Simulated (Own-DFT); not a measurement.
# Computed records: Hf₃₂O₆₃ (monoclinic hafnia with one vacancy, atoms displaced)

A calculation, not a measurement: plane-wave density functional theory by an unreviewed code, no spin, of a simulated periodic cell, stress positive in tension, run twice, with PBE and with PBEsol, both on files made for PBE, so the change isn't that of files made for PBEsol, defect cell not probed for a lower state with spin; hafnium file: forces about 75 meV/angstrom off all-electron values; oxygen file: force components 24 meV/angstrom off all-electron in one glass; forces on such cells passed a denser k mesh, this cell's mesh not checked; the far tail of each file's local potential was reset to the Coulomb form; each entry is a single point on an unrelaxed cell, so the pressure reflects the starting lattice, mostly measured values (interpolated for alloys), from which strain is counted, and rises with the displacements; printed positions are rounded, which can move forces by about a meV/angstrom; the program, named Own-DFT, is a retired in-house code; no spin-orbit coupling; stress was not checked against mesh or cutoff. Program: Own-DFT development build.

Hf₃₂O₆₃ (monoclinic hafnia with one vacancy, atoms displaced)

```
Hf32O63
1.0
     10.2340     0.0000     0.0000
      0.0000    10.3500     0.0000
     -1.6955     0.0000    10.4453
Hf O Hf O Hf O Hf O Hf O Hf O Hf O Hf O
4 7 4 8 4 8 4 8 4 8 4 8 4 8 4 8
Direct
  0.13914 0.01889 0.09944
  0.35845 0.27760 0.14485
  0.36221 0.48309 0.39977
  0.13908 0.23026 0.35150
  0.03946 0.16970 0.17304
  0.46323 0.41516 0.07765
  0.46213 0.34298 0.32716
  0.03404 0.08214 0.41927
  0.22046 0.38011 0.23869
  0.27640 0.12633 0.00784
  0.23157 0.37435 0.49355
  0.13963 0.01712 0.60361
  0.35737 0.27234 0.64581
  0.36202 0.47966 0.89569
  0.13705 0.23069 0.85403
  0.03778 0.16176 0.67235
  0.45774 0.41646 0.57165
  0.46058 0.33282 0.82633
  0.03364 0.08461 0.92019
  0.22519 0.38450 0.74126
  0.27559 0.13064 0.50779
  0.27856 0.12141 0.76119
  0.22122 0.36932 0.98556
  0.14086 0.52224 0.10561
  0.35754 0.77366 0.14434
  0.36094 0.97671 0.39998
  0.13933 0.72863 0.35642
  0.04080 0.67180 0.17037
  0.46194 0.91562 0.07964
  0.46194 0.83347 0.32767
  0.03971 0.58115 0.42306
  0.23004 0.88065 0.24368
  0.27374 0.63594 0.00934
  0.27916 0.62294 0.26157
  0.22774 0.87309 0.48657
  0.13871 0.52241 0.60462
  0.36274 0.77571 0.64930
  0.36581 0.98421 0.89575
  0.13947 0.73031 0.85482
  0.03618 0.66620 0.67182
  0.46320 0.91334 0.57601
  0.46370 0.83985 0.82881
  0.03207 0.58409 0.92830
  0.22297 0.87644 0.74425
  0.27284 0.62525 0.50672
  0.27748 0.62017 0.76049
  0.22214 0.87004 0.98860
  0.63422 0.02357 0.10150
  0.86063 0.27229 0.14709
  0.86350 0.47710 0.39263
  0.63322 0.22864 0.35398
  0.53965 0.16611 0.17454
  0.96811 0.42153 0.07732
  0.96099 0.32653 0.32957
  0.53438 0.08357 0.41901
  0.72543 0.37986 0.24090
  0.77975 0.13015 0.01654
  0.77637 0.12207 0.25950
  0.72479 0.36858 0.48984
  0.63882 0.02153 0.59956
  0.86185 0.27154 0.64572
  0.86272 0.47790 0.89605
  0.64072 0.22782 0.85471
  0.53793 0.17326 0.67955
  0.96042 0.41525 0.57410
  0.96020 0.33845 0.82787
  0.53928 0.08478 0.92687
  0.72639 0.38153 0.74312
  0.77537 0.12941 0.51216
  0.77529 0.12335 0.76132
  0.72182 0.37393 0.99091
  0.63586 0.51082 0.10694
  0.86118 0.77494 0.14824
  0.86035 0.97321 0.39345
  0.64100 0.72969 0.35013
  0.54280 0.66821 0.16896
  0.96756 0.91271 0.07700
  0.96172 0.83166 0.32318
  0.53437 0.58157 0.42724
  0.72460 0.88014 0.24268
  0.77430 0.62711 0.01353
  0.77379 0.61833 0.26093
  0.72289 0.87125 0.49009
  0.63451 0.51843 0.60588
  0.86101 0.76986 0.64381
  0.86387 0.97597 0.89591
  0.64117 0.73333 0.85426
  0.54020 0.66407 0.67169
  0.96851 0.91933 0.57845
  0.96561 0.83127 0.82666
  0.53793 0.58104 0.92398
  0.72507 0.87876 0.74074
  0.77095 0.62756 0.51031
  0.77526 0.61438 0.76263
  0.72668 0.87029 0.98887
```

* functional: PBE, then PBEsol
* potential files: PseudoDojo norm-conserving, scalar-relativistic, standard set
* wave cutoff: 72 hartree
* occupations: Fermi-Dirac
* smearing width: 0.1 eV
* k mesh: 2 x 2 x 2 centred on Gamma
* PBE pressure: 4.15 GPa
* PBE stress xx: -3.89 GPa
* PBE stress yy: -4.22 GPa
* PBE stress zz: -4.34 GPa
* PBE stress yz: -0.02 GPa
* PBE stress xz: 0.08 GPa
* PBE stress xy: -0.37 GPa
* PBEsol pressure: -2.23 GPa
* PBEsol stress xx: 2.51 GPa
* PBEsol stress yy: 2.11 GPa
* PBEsol stress zz: 2.09 GPa
* PBEsol stress yz: -0.01 GPa
* PBEsol stress xz: 0.42 GPa
* PBEsol stress xy: -0.34 GPa
* rms change of force components from PBE to PBEsol: 0.047 eV/Å

Force:
```
force element  PBE force x (eV/Å)  PBE force y (eV/Å)  PBE force z (eV/Å)  PBEsol force x (eV/Å)  PBEsol force y (eV/Å)  PBEsol force z (eV/Å)
           Hf              -0.233               0.488               1.088                 -0.285                  0.454                  0.939
           Hf              -0.041              -1.339                0.47                   0.02                 -1.151                   0.41
           Hf              -0.163               0.216              -0.746                 -0.154                  0.171                 -0.687
           Hf              -0.097              -0.697               0.604                 -0.223                 -0.663                  0.628
            O               0.107              -0.399               -0.61                    0.1                 -0.371                 -0.544
            O              -0.402              -0.001              -0.097                 -0.408                      0                 -0.132
            O                0.85              -1.453              -0.874                  0.818                 -1.427                 -0.901
            O               0.138               -0.27               0.175                  0.148                  -0.27                  0.217
            O               0.269              -0.334              -0.009                  0.327                 -0.342                 -0.024
            O               0.052               0.664                0.73                 -0.016                  0.641                  0.698
            O              -1.481              -0.674                -0.5                 -1.369                 -0.646                 -0.476
           Hf              -0.293               1.025              -0.361                 -0.302                  1.048                 -0.377
           Hf               0.601               0.095               0.049                   0.58                  0.151                  0.075
           Hf               0.623               0.422              -0.363                  0.612                   0.36                 -0.351
           Hf              -0.357              -0.303              -0.443                 -0.339                  -0.35                  -0.45
            O              -0.395               0.784               0.212                 -0.372                  0.773                  0.257
            O               1.212              -0.172                1.52                  1.167                 -0.144                  1.429
            O               0.417               0.029               0.469                  0.386                  0.023                  0.406
            O              -0.024               0.022               0.088                 -0.011                  0.006                  0.137
            O              -0.493              -0.679              -0.171                 -0.405                 -0.665                 -0.168
            O               0.083               -0.16              -0.003                  0.012                  -0.16                 -0.004
            O              -0.115              -0.013              -0.143                 -0.169                 -0.007                 -0.131
            O               0.306               0.404               0.702                  0.365                   0.39                  0.689
           Hf              -0.883               0.638              -0.374                 -0.884                  0.678                 -0.395
           Hf                0.98              -0.691               0.704                  0.938                 -0.625                  0.706
           Hf               0.176               0.509              -1.715                  0.204                   0.32                 -1.555
           Hf               0.195                -0.3              -0.964                  0.209                 -0.353                 -0.973
            O              -0.332               0.056               0.512                 -0.311                  0.059                  0.555
            O                0.59               0.715              -0.433                  0.563                  0.712                 -0.474
            O               0.885              -0.367               0.114                  0.841                 -0.358                  0.063
            O              -0.732              -0.013              -0.493                 -0.698                  -0.02                 -0.425
            O              -0.715               0.717              -0.601                 -0.625                  0.677                 -0.587
            O               0.266              -0.982              -0.039                  0.187                  -0.95                 -0.034
            O              -0.215               0.098              -0.184                 -0.282                  0.107                 -0.174
            O              -0.886              -0.636               0.977                 -0.792                 -0.607                  0.948
           Hf              -0.156              -0.526              -0.115                 -0.134                 -0.461                 -0.143
           Hf               0.224              -1.669              -0.159                  0.219                  -1.57                 -0.127
           Hf              -0.987              -0.314               0.438                  -0.97                  -0.35                  0.451
           Hf              -0.536               -0.85               0.259                 -0.509                 -0.862                  0.236
            O              -0.369               0.286              -0.072                 -0.349                  0.293                 -0.024
            O               0.861               0.738               0.481                  0.815                  0.729                  0.412
            O               0.872              -0.803              -0.457                  0.834                  -0.79                   -0.5
            O               0.927               0.718              -0.833                  0.915                  0.675                 -0.762
            O               0.271               0.445              -0.829                  0.328                  0.421                 -0.812
            O               0.186               1.431               1.115                  0.111                  1.377                  1.074
            O               0.068               0.455              -0.081                 -0.002                  0.442                 -0.074
            O               0.135                0.63               0.117                  0.185                  0.617                  0.124
           Hf               0.757              -0.425               1.169                  0.739                 -0.344                  1.117
           Hf               0.937              -0.131                -0.1                  0.906                 -0.096                 -0.066
           Hf              -0.409               0.053               0.734                 -0.409                 -0.009                  0.744
           Hf               0.734               0.512               0.184                   0.73                  0.446                  0.154
            O              -1.426               0.843              -0.318                 -1.363                  0.831                 -0.263
            O               -0.69              -1.012               0.753                 -0.673                 -0.969                  0.679
            O               0.216               0.528              -0.068                  0.206                  0.512                 -0.131
            O              -0.276              -0.247               0.672                 -0.244                 -0.252                  0.718
            O              -0.212              -0.584               0.155                 -0.143                 -0.569                  0.142
            O              -0.118              -0.318              -0.822                 -0.186                 -0.307                 -0.796
            O              -0.119              -0.312               0.453                 -0.178                 -0.297                  0.436
            O              -0.252               0.051              -0.178                 -0.178                  0.049                 -0.177
           Hf              -0.242               0.629               0.854                 -0.214                  0.659                  0.801
           Hf              -0.068               0.022               -0.13                 -0.082                  0.074                  -0.11
           Hf              -0.765               1.261                0.87                  -0.75                  1.194                  0.868
           Hf              -0.026               1.125              -0.038                 -0.019                  1.051                 -0.077
            O              -0.024              -1.132              -1.329                 -0.013                 -1.082                 -1.232
            O               0.937               0.366                0.41                  0.894                  0.367                  0.348
            O               1.713              -1.591              -0.454                  1.657                 -1.563                 -0.488
            O              -0.422              -0.089              -0.449                 -0.408                  -0.11                 -0.383
            O              -0.479              -0.822              -0.488                 -0.397                 -0.807                 -0.474
            O              -0.136               -0.42              -0.182                 -0.207                 -0.413                 -0.166
            O               0.193              -0.661                0.15                   0.12                 -0.635                  0.146
            O               0.155              -0.759               0.029                  0.209                 -0.727                  0.037
           Hf               0.865               2.425              -0.699                  0.867                  2.422                 -0.713
           Hf               0.086              -1.826              -1.233                  0.091                 -1.735                 -1.182
           Hf               0.554               1.987               0.341                  0.538                  1.895                  0.347
           Hf              -1.521              -0.953               0.332                 -1.467                 -0.978                  0.294
            O              -1.161               0.385               0.229                 -1.115                  0.377                  0.289
            O               0.005               0.494              -0.225                 -0.007                  0.496                 -0.269
            O               0.562               -0.08               0.996                  0.526                 -0.085                  0.915
            O               0.487               0.849              -0.675                  0.471                  0.795                 -0.597
            O              -0.225               0.045              -0.453                 -0.145                  0.025                 -0.424
            O               0.113               0.556               0.084                  0.049                  0.542                  0.076
            O               0.652               0.181               0.294                  0.563                   0.18                  0.296
            O               0.208               0.082               0.138                   0.27                  0.093                  0.132
           Hf               0.559              -0.263              -0.368                  0.548                 -0.187                 -0.389
           Hf               0.151              -0.516               0.365                  0.146                 -0.459                  0.384
           Hf               0.068               0.524              -0.001                  0.069                   0.46                  0.025
           Hf              -0.263              -1.953               0.581                 -0.236                 -1.957                  0.547
            O               -1.47               1.398               0.532                 -1.416                  1.369                  0.565
            O              -0.892              -1.047               -0.17                 -0.873                 -1.008                 -0.216
            O              -0.301               0.239              -0.069                 -0.301                  0.225                 -0.111
            O              -0.503               0.237              -0.589                 -0.492                  0.207                 -0.525
            O              -0.013               0.149              -0.433                  0.052                   0.13                 -0.414
            O                0.66               0.371                0.12                  0.579                  0.367                  0.119
            O               0.222               1.424              -0.355                   0.15                   1.39                 -0.341
            O              -0.215               0.464               0.232                 -0.141                  0.452                  0.215
```
